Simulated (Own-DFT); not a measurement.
# How strain changes the stress of C40 NbSi2, 36 atoms (Nb12Si24)

Calculated results; nothing here was measured. The program, named Own-DFT, is a retired in-house plane-wave density functional code that no person has reviewed. Each row is one single-point run on a periodic cell that was not relaxed, without spin or spin-orbit coupling.

Settings of every run: PBE; PseudoDojo norm-conserving scalar-relativistic files; cutoff 42 hartree; 4 x 4 x 5 k mesh centred on Gamma; cold (Marzari-Vanderbilt) smearing of 0.2 eV.

Known limits: forces on such cells failed a check on a denser k mesh; stress not checked against mesh or cutoff.

Unstrained cell vectors in Å: (0.000, 8.324, 0.000); (-9.613, 0.000, 0.000); (0.000, 0.000, 6.586). The unstrained cell was taken from the Materials Project. The random moves and any unrelaxed bonds add to the pressure at no strain. Each run strains this cell uniformly, with the atoms carried along. Every atom was also moved at random, by a Gaussian of width 0.05 Å on each axis. Strain is the symmetric tensor, in per cent. Stress is positive in tension, and the pressure is minus a third of its trace.

```
run  e_xx (%)  e_yy (%)  e_zz (%)  e_yz (%)  e_xz (%)  e_xy (%)  s_xx (GPa)  s_yy (GPa)  s_zz (GPa)  s_yz (GPa)  s_xz (GPa)  s_xy (GPa)  P (GPa)  E (meV/atom)
  1     -1.59      0.50      1.68      0.41     -0.84      1.09       -6.56       -0.51        2.57        1.37       -1.97        3.73     1.50          17.3
  2     -1.80      0.44      0.13      1.91     -0.22      1.10       -9.23       -1.88       -4.77        5.46       -0.50        3.23     5.29          29.0
  3      0.49      0.34      0.64      0.06      1.44     -1.40       -0.07        0.15       -0.60        0.53        3.89       -3.96     0.17           9.2
  4      0.88      0.64      0.66     -0.70      0.63     -1.59        0.98        1.28        0.46       -2.30        2.64       -4.25    -0.91          12.6
  5      1.16      1.04     -0.91      1.77      1.92     -0.09        1.33        0.70       -7.01        4.94        5.36       -0.42     1.66          35.7
  6      1.93      0.52      1.66     -0.59      0.12      0.02        5.04        2.07        5.40       -1.54        0.26       -0.05    -4.17          12.2
  7     -1.26      1.11     -1.00      1.48      1.19      1.61       -8.03       -0.19       -8.34        4.50        4.19        5.30     5.52          28.0
  8     -0.23     -0.94     -0.92     -0.93      0.81     -1.53       -4.77       -6.43       -9.27       -3.39        3.06       -4.85     6.82          19.9
  9      1.18      1.27      1.64      1.19     -0.50     -0.76        3.35        3.78        5.72        2.96       -1.26       -2.01    -4.29           8.5
 10     -1.54      1.51     -1.08     -1.97     -0.80     -1.43       -7.73        0.45       -9.47       -7.30       -2.53       -4.37     5.59          34.7
 11     -0.29     -1.01     -0.65     -0.60      0.24      1.58       -5.34       -6.79       -8.17       -2.44       -0.04        5.08     6.76          22.6
 12     -1.68      0.92      1.53      0.16     -0.43     -0.38       -6.67        0.82        2.74        0.88       -1.12       -1.03     1.04          10.7
 13      0.10      0.38      0.31      0.04     -0.41      0.48       -1.71       -0.10       -1.62        0.10       -1.25        0.66     1.14           0.0
 14     -0.36      1.62     -1.35     -0.73      1.93     -1.06       -4.42        2.71       -9.13       -2.42        6.19       -3.05     3.61          22.1
 15     -0.18     -0.87     -0.05      0.86     -0.37     -1.91       -4.39       -5.40       -4.42        2.67       -0.34       -5.81     4.74          12.5
 16     -1.72      0.04      0.21      1.93      0.14     -0.68           ?           ?           ?           ?           ?           ?        ?             ?
```

E is the free energy for each atom above the lowest run shown.

## Worked fit

Each stress component was fitted by least squares to a constant and the strains of the runs shown, as fractions, with shears doubled. Shear strains stay in the fit of a normal stress only where such slopes are resolved. The slopes, in GPa:

```
stress,at no strain,per e_xx,per e_yy,per e_zz,scatter
s_xx,-2.9,347 ± 9,66 ± 13,83 ± 10,0.40
s_yy,-2.3,70 ± 10,343 ± 14,78 ± 11,0.44
s_zz,-4.0,79 ± 10,72 ± 13,466 ± 10,0.42
```

Each shear stress against twice its own strain: yz 153 ± 5, xz 150 ± 11, xy 151 ± 5 GPa. These are stiffnesses along x, y and z of the frame in which the cell vectors are given, which need not be the crystal's axes. The atoms are held to the strained lattice; where symmetry lets them move under strain, relaxing them would lower some slopes. The table should be nearly symmetric about its diagonal, and what it lacks of that shows the noise. A ninth of its sum, 178 ± 6 GPa, estimates the bulk modulus near the mean pressure of these runs, 2.3 GPa, so it lies above the value at zero pressure.

## Withheld run

Question: what normal stresses and pressure should run 16 give?

The fit gives s_xx = -8.7, s_yy = -3.2, s_zz = -4.3 and P = 5.4 GPa. The calculation gave -8.75, -3.18, -4.89 and P = 5.61 GPa.
